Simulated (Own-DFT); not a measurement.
# Misfit strain and the stress it brings: wurtzite AlN, 72 atoms (Al36N36)

Source: density functional calculations with Own-DFT, an unreviewed in-house program that is no longer used. Nothing was measured or relaxed, and spin and spin-orbit coupling are left out.

Settings: PBE; PseudoDojo norm-conserving scalar-relativistic files; cutoff 42 hartree; 4 x 4 x 3 k mesh centred on Gamma; Gaussian smearing of 0.01 eV.

Keep in mind: k mesh not checked against a denser one; stress not checked against mesh or cutoff.

Unstrained cell vectors in Å: (9.336, 0.000, 0.000); (-4.668, 8.085, 0.000); (0.000, 0.000, 9.964). The unstrained cell has measured lattice constants (interpolated for alloys), not those of this functional. That, the random moves and any unrelaxed bonds set the pressure at no strain. Each run strains x and y alike by e, as a substrate would, and holds the height along z. Random moves of width 0.05 Å per axis were added to every atom. Stress is positive in tension.

| e (%) | u (Å) | (s_xx + s_yy)/2 (GPa) | s_zz (GPa) |
|---|---|---|---|
| -3.00 | 0.048 | -26.91 | -8.87 |
| -2.50 | 0.051 | -21.85 | -10.03 |
| -2.00 | 0.050 | -19.51 | -7.26 |
| -1.75 | 0.050 | -15.09 | -10.92 |
| -1.25 | 0.051 | -13.87 | -6.33 |
| -1.00 | 0.053 | -11.25 | -9.26 |
| -0.75 | 0.048 | ? | ? |
| 2.00 | 0.050 | 5.13 | -3.96 |
| 2.25 | 0.047 | 7.04 | -4.39 |
| 3.00 | 0.048 | 9.77 | -1.56 |

## Worked fit

With e as a fraction, the in-plane stress is -4.9 + 603 e - 3841 e² GPa (errors 14 and 1122, scatter 0.91), and s_zz is -6.4 + 123 e GPa (slope ± 24, scatter 1.56). At e = 0 the first slope is C11 + C12 and the second 2 C13, both with the ions held to the strained lattice and at the cell's own pressure. The term in e² is negative: the layer stiffens under compression and softens under tension. A free layer would change its height as e changes, and the in-plane slope would drop by 2 C13²/C33 to the biaxial modulus. At fixed height, a misfit of 1 % moves the in-plane stress by about 6.0 GPa and s_zz by 1.2 GPa.

## Check

Q: what are the two stresses at e = -0.75 %?

From the fit: -9.7 and -7.3 GPa. Computed: -9.75 and -6.00 GPa.
